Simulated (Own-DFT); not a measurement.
Simulation results for Hf36O71 (tetragonal hafnia with one neutral oxygen vacancy, atoms displaced)

Computed with Own-DFT development build. A calculation, not a measurement: plane-wave PBE and HSE06 DFT by an unreviewed code, no spin, of a simulated cell at Gamma alone, so results move with cell size and shape, stress positive in tension, energies less offsets, not probed for a lower state with spin; hafnium file: forces about 75 meV/angstrom off all-electron values; oxygen file: force components 24 meV/angstrom off all-electron in a glass; k mesh not checked against a denser one; forces and stress are PBE's, HSE06 gives the energy alone, and its difference from PBE has offsets of its own; offsets are fitted by least squares, one for each functional and potential file, so energies compare only between cells with the same atoms and settings and are not formation energies; the far tail of each file's local potential was reset to the Coulomb form; each entry is a single point on an unrelaxed cell, so the pressure reflects the starting lattice, taken from the Materials Project, from which strain is counted, and rises with the displacements; printed positions are rounded, which can move forces by about a meV/angstrom; the program is a retired in-house code; no spin-orbit coupling.

### Hf36O71 (tetragonal hafnia with one neutral oxygen vacancy, atoms displaced)

```
cell vectors (Å)
  10.7800     0.0000     0.0000
   0.0000    10.7800     0.0000
   0.0000     0.0000    10.4493
atoms (fractions of the cell vectors)
Hf  0.99643  0.99644  0.99911
Hf  0.16708  0.16205  0.25719
O   0.00091  0.16535  0.15368
O   0.16413  0.99837  0.34903
O   0.99938  0.16390  0.40174
O   0.16825  0.00063  0.10293
Hf  0.99593  0.00059  0.49853
Hf  0.16316  0.17122  0.75479
O   0.00067  0.16720  0.65235
O   0.17060  0.00364  0.84568
O   0.99687  0.16673  0.90660
O   0.16820  0.00413  0.59655
Hf  0.99924  0.33055  0.99919
Hf  0.16659  0.50030  0.24972
O   0.99983  0.49798  0.15133
O   0.16625  0.33276  0.34544
O   0.99730  0.49897  0.40441
O   0.16533  0.33535  0.09943
Hf  0.00166  0.33706  0.50170
Hf  0.17103  0.49982  0.74293
O   0.00020  0.49899  0.65515
O   0.16635  0.32981  0.84504
O   0.00250  0.50340  0.90171
O   0.16960  0.33878  0.59540
Hf  0.99788  0.66541  0.99835
Hf  0.16801  0.83379  0.24771
O   0.99776  0.83348  0.15389
O   0.16523  0.66873  0.34730
O   0.99979  0.83592  0.39991
O   0.16757  0.66693  0.09611
Hf  0.00263  0.66674  0.50108
Hf  0.16391  0.83297  0.75295
O   0.99759  0.83615  0.65073
O   0.16974  0.66730  0.84678
O   0.99570  0.83535  0.90432
O   0.16191  0.66304  0.59961
Hf  0.32765  0.00054  0.99900
Hf  0.49410  0.16909  0.24421
O   0.33046  0.16391  0.15235
O   0.50086  0.00427  0.35076
O   0.33202  0.16657  0.40700
O   0.50421  0.00130  0.09818
Hf  0.33433  0.99996  0.49842
Hf  0.50101  0.16913  0.74953
O   0.32692  0.16895  0.65133
O   0.33415  0.16244  0.90595
O   0.49596  0.00411  0.59675
Hf  0.33254  0.33509  0.99935
Hf  0.49804  0.49792  0.24518
O   0.33396  0.50284  0.15347
O   0.50342  0.33386  0.34909
O   0.33543  0.49851  0.40712
O   0.49720  0.33251  0.09632
Hf  0.33217  0.33489  0.49405
Hf  0.49882  0.50162  0.75074
O   0.33512  0.49683  0.65006
O   0.50273  0.33154  0.84578
O   0.33578  0.49970  0.90101
O   0.50085  0.33468  0.59623
Hf  0.33596  0.66915  0.99874
Hf  0.49977  0.83037  0.24936
O   0.33428  0.83565  0.15483
O   0.49949  0.66696  0.34865
O   0.32993  0.83266  0.40728
O   0.49420  0.66342  0.09350
Hf  0.33315  0.66500  0.49657
Hf  0.50131  0.83122  0.74741
O   0.33286  0.83620  0.65241
O   0.49776  0.66668  0.84573
O   0.33883  0.83211  0.90369
O   0.50177  0.66284  0.59955
Hf  0.66686  0.99635  0.99819
Hf  0.83152  0.16276  0.25126
O   0.66471  0.16585  0.14969
O   0.83250  0.00136  0.35232
O   0.66422  0.16703  0.40228
O   0.83833  0.99953  0.09581
Hf  0.66656  0.00112  0.49667
Hf  0.83263  0.17108  0.74981
O   0.66547  0.16794  0.65618
O   0.83118  0.99574  0.84688
O   0.66994  0.16567  0.89516
O   0.83098  0.99197  0.60013
Hf  0.66851  0.33193  0.99792
Hf  0.83417  0.49795  0.25073
O   0.65953  0.49803  0.15149
O   0.83664  0.33096  0.34972
O   0.66412  0.49922  0.41039
O   0.83151  0.33354  0.09469
Hf  0.66991  0.32776  0.49963
Hf  0.83325  0.50039  0.75177
O   0.66730  0.50016  0.64802
O   0.83108  0.33139  0.84574
O   0.66409  0.49986  0.90163
O   0.83524  0.33665  0.59831
Hf  0.66300  0.66652  0.00161
Hf  0.82598  0.82459  0.24894
O   0.66481  0.83028  0.14479
O   0.83453  0.66464  0.34927
O   0.66788  0.83370  0.40329
O   0.83765  0.67017  0.09398
Hf  0.66570  0.66590  0.50069
Hf  0.83317  0.83652  0.75244
O   0.67020  0.83047  0.65444
O   0.82913  0.66705  0.84457
O   0.66404  0.82823  0.89579
O   0.83196  0.66755  0.59649
```

- first functional: PBE
- second functional: HSE06
- exact exchange share: 0.25
- screening: 0.11 1/bohr
- exchange divergence: Gygi-Baldereschi
- potential files: PseudoDojo norm-conserving, scalar-relativistic, made for PBE, standard set
- wave cutoff: 48 hartree
- occupations: fixed
- k mesh: 1 x 1 x 1 centred on Gamma
- PBE energy of cell above offsets: -100.801 eV
- HSE06 less PBE above offsets: -0.129 eV
- PBE pressure: 1.06 GPa
- PBE stress xx: 0.1 GPa
- PBE stress yy: -1.55 GPa
- PBE stress zz: -1.72 GPa
- PBE stress yz: -0.13 GPa
- PBE stress xz: -0.01 GPa
- PBE stress xy: -0.05 GPa

Force:
```csv
element,x (eV/Å),y (eV/Å),z (eV/Å)
Hf,0.792,0.701,0.81
Hf,-0.772,0.109,-0.772
O,-0.236,0.348,0.227
O,0.383,-0.157,-0.107
O,0.124,0.876,0.218
O,-0.777,-0.375,-0.589
Hf,0.81,-0.541,0.693
Hf,0.902,-1.676,-1.879
O,-0.469,0.251,0.229
O,-0.315,-0.96,0.791
O,-0.035,-0.317,-0.551
O,-0.722,-0.474,-0.306
Hf,0.417,0.604,0.598
Hf,-0.278,-0.099,-0.396
O,-0.297,0.247,0.458
O,0.11,0.397,0.309
O,0.223,0.419,-0.432
O,0.382,0.17,-0.644
Hf,-0.12,-0.979,-0.01
Hf,-0.48,0.136,0.723
O,-0.015,-0.122,-0.255
O,0.028,1.525,0.815
O,-0.323,-0.943,0.118
O,-0.73,0.207,0.028
Hf,1.057,0.199,-0.034
Hf,-1.099,0.295,0.296
O,0.138,-0.096,0.039
O,0.18,-0.745,0.126
O,-0.132,-0.775,0.36
O,-0.142,0.057,0.035
Hf,-1.217,0.889,-0.103
Hf,0.416,0.696,-1.123
O,0.875,-0.361,0.484
O,-0.068,0.033,-0.158
O,0.561,-0.822,-0.528
O,1.227,-0.011,-0.135
Hf,0.911,-0.224,0.231
Hf,0.889,-0.383,0.62
O,0.002,0.204,0.136
O,-0.163,-0.975,-0.879
O,-0.077,0.201,-1.25
O,-0.802,-0.193,-0.721
Hf,-0.804,0.161,1.238
Hf,-1.017,-0.916,-0.401
O,0.812,0.321,0.84
O,0.456,1.032,-0.206
O,1.119,-0.243,0.421
Hf,-0.37,-0.417,-0.121
Hf,0.156,-0.243,1.361
O,-0.536,-0.357,-0.024
O,-0.487,-0.118,-0.854
O,-0.361,0.807,-1.29
O,0.106,-0.025,0.063
Hf,0.907,-1.01,1.668
Hf,0.82,-0.574,-0.778
O,-0.1,0.477,0.154
O,-0.263,0.395,0.373
O,-0.167,-0.14,0.057
O,-0.124,-0.295,-0.227
Hf,-1.388,-0.483,-0.635
Hf,-0.22,1.208,0.461
O,0.391,-0.241,-0.091
O,-0.148,-0.075,-0.495
O,0.348,-0.29,-0.861
O,1.303,0.361,0.898
Hf,0.188,0.477,1.056
Hf,0.08,0.917,0.079
O,-0.276,-0.598,0.387
O,0.057,-0.131,0.378
O,-0.036,0.787,-0.061
O,-0.825,0.329,-0.387
Hf,-0.189,0.53,-0.668
Hf,0.495,0.111,-0.305
O,0.319,0.199,0.142
O,-0.43,-0.572,-0.716
O,0.493,-0.314,-0.215
O,-1.377,0.016,0.457
Hf,-0.22,-0.153,0.778
Hf,-0.112,-1.218,-0.202
O,0.661,0.065,-0.932
O,0.25,1.366,0.543
O,-0.368,-0.24,1.016
O,-0.077,0.835,-0.376
Hf,-0.656,-0.372,-0.298
Hf,-0.182,-0.483,0.244
O,1.532,0.398,0.09
O,-0.307,0.311,-0.551
O,0.422,-0.156,-1.252
O,0.221,0.261,0.267
Hf,-0.904,1.272,0.579
Hf,-0.534,0.492,-0.864
O,0.117,0.017,1.281
O,0.186,0.799,0.542
O,0.21,0.025,0.318
O,0.031,-0.491,0.103
Hf,0.464,-0.146,-1.098
Hf,1.665,1.135,0.403
O,-0.172,-0.31,0.496
O,-0.309,-0.26,-0.728
O,-0.12,-0.117,-0.825
O,-1.591,-0.35,0.729
Hf,0.432,-0.507,0.849
Hf,-0.196,-0.688,-1.122
O,-1.214,0.134,-0.461
O,0.35,-0.295,0.575
O,-0.391,0.575,1.004
O,0.722,-0.315,-0.273
```
